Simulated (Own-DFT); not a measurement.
# One host, several defects: monoclinic HfO2

No measurement is shown. These are fixed-geometry runs of a retired plane-wave code named Own-DFT, which no person has reviewed; spin and spin-orbit coupling are neglected.

Method: PBE; PseudoDojo norm-conserving scalar-relativistic files; cutoff 72 hartree; 2 x 2 x 2 k mesh centred on Gamma; Fermi-Dirac smearing of 0.1 eV.

Known weak points (not all hold for every row): a neutral cation vacancy leaves holes that likely carry spin, which these runs leave out; not probed for a lower state with spin; hafnium file: forces about 75 meV/angstrom off all-electron values; oxygen file: force components 24 meV/angstrom off all-electron in a glass; forces on such cells passed a denser k mesh, each cell not checked; stress not checked against mesh or cutoff.

All runs share one cell, with vectors in Å (10.234, 0.000, 0.000); (0.000, 10.350, 0.000); (-1.696, 0.000, 10.445) and a volume of 1106.4 Å³. u is the rms random offset of the atoms per axis. The defect's site can differ from row to row.

| cell | formula | u (Å) | P (GPa) |
|---|---|---|---|
| no defect | Hf32O64 | 0.0201 | 3.96 |
| no defect | Hf32O64 | 0.0205 | 3.96 |
| no defect | Hf32O64 | 0.0517 | 6.56 |
| one O vacancy | Hf32O63 | 0.0292 | 4.02 |
| one O vacancy | Hf32O63 | 0.0479 | 5.55 |
| one O vacancy | Hf32O63 | 0.0511 | 5.13 |
| two Al on a Hf site each | Al2Hf30O64 | 0.0278 | ? |
| two Al on a Hf site each | Al2Hf30O64 | 0.0288 | 2.46 |
| two Al on a Hf site each | Al2Hf30O64 | 0.0483 | 2.79 |
| two Al on a Hf site each | Al2Hf30O64 | 0.0491 | 3.02 |
| one Hf vacancy | Hf31O64 | 0.0304 | 4.32 |
| one Hf vacancy | Hf31O64 | 0.0473 | 4.44 |
| one Hf vacancy | Hf31O64 | 0.0509 | 6.07 |
| two O vacancies | Hf32O62 | 0.0292 | 3.71 |
| two O vacancies | Hf32O62 | 0.0469 | 5.13 |
| two O vacancies | Hf32O62 | 0.0496 | 5.24 |

## Working it out

P = P0 + c u² + a shift for each defect gives P0 = 3.83 GPa, c = 860 ± 152 GPa/Å² and a scatter of 0.48 GPa. The shifts, and each times the cell's volume:

- one Hf vacancy: -0.53 ± 0.40 GPa, -3.6 eV (not resolved)
- one O vacancy: -0.58 ± 0.41 GPa, -4.0 eV (not resolved)
- two O vacancies: -0.71 ± 0.40 GPa, -4.9 eV (-2.5 eV for each of its 2 sites) (not resolved)
- two Al on a Hf site each: -2.67 ± 0.40 GPa, -18.4 eV (-9.2 eV for each of its 2 sites)

Positive is outwards. The product with the volume (160.2 GPa Å³ to the eV) is nearly free of the cell's size; divided by the bulk modulus at the cell's pressure it gives the volume that the defect adds. The atoms around the defects weren't relaxed, which would change these numbers.

## Check

The question: what pressure belongs in the blank (two Al on a Hf site each, u = 0.0278 Å)?

The fitted form gives 1.82 ± 0.57 GPa. Computed: 2.20 GPa.
